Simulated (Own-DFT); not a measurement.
# How strain changes the stress of wurtzite GaN, 96 atoms (Ga48N48)

These are calculations, not measurements. The program, named Own-DFT, is a retired in-house plane-wave density functional code that no person has reviewed. Each row is one single-point run on a periodic cell that was not relaxed, without spin or spin-orbit coupling.

Settings of every run: PBE; PseudoDojo norm-conserving scalar-relativistic files (stringent for Ga); cutoff 96 hartree; 3 x 4 x 3 k mesh centred on Gamma; Gaussian smearing of 0.01 eV.

Known limits: forces on such cells passed a denser k mesh, each cell not checked; stress not checked against mesh or cutoff.

Unstrained cell vectors in Å: (12.756, 0.000, 0.000); (-4.784, 8.285, 0.000); (0.000, 0.000, 10.370). The unstrained cell has measured lattice constants (interpolated for alloys), not those of this functional. That, the random moves and any unrelaxed bonds set the pressure at no strain. Each run strains this cell uniformly, with the atoms carried along. Every atom was also moved at random, by a Gaussian of width 0.05 Å on each axis. Strain is the symmetric tensor, in per cent. Stress is positive in tension, and the pressure is minus a third of its trace.

```
run,e_xx (%),e_yy (%),e_zz (%),s_xx (GPa),s_yy (GPa),s_zz (GPa),P (GPa),E (meV/atom)
1,0.00,0.00,2.50,-5.07,-4.36,1.81,2.54,10.8
2,0.00,0.00,-1.00,-8.01,-8.39,-10.98,9.13,20.3
3,0.00,0.00,1.25,-6.53,-5.96,-1.06,4.52,5.0
4,0.00,0.00,-1.50,-6.59,-9.16,-15.02,10.26,22.7
5,0.00,0.00,0.50,-6.61,-5.84,-4.57,5.67,0.0
6,0.00,0.00,-2.00,-9.02,-6.26,-19.06,11.45,28.5
7,0.00,0.00,1.00,-6.62,-6.99,-2.19,5.27,14.5
8,0.00,0.00,3.00,-4.43,-4.91,4.51,1.61,10.1
9,0.00,0.00,0.25,?,?,?,?,?
```

E is the free energy for each atom above the lowest run shown.

## Worked fit

The change of volume is close to e_xx + e_yy + e_zz. A straight line through the runs shown gives P = 7.22 - 196 x (fractional change of volume) GPa, with an error of 7 on the slope and a scatter of 0.32 GPa. The strain isn't the same on all axes and the cell isn't cubic, so the slope belongs to this path and is not the bulk modulus.

## Withheld run

Question: what pressure should run 9 give? Its volume changes by 0.25 %.

The line gives 6.7 GPa. The calculation gave 6.37 GPa.
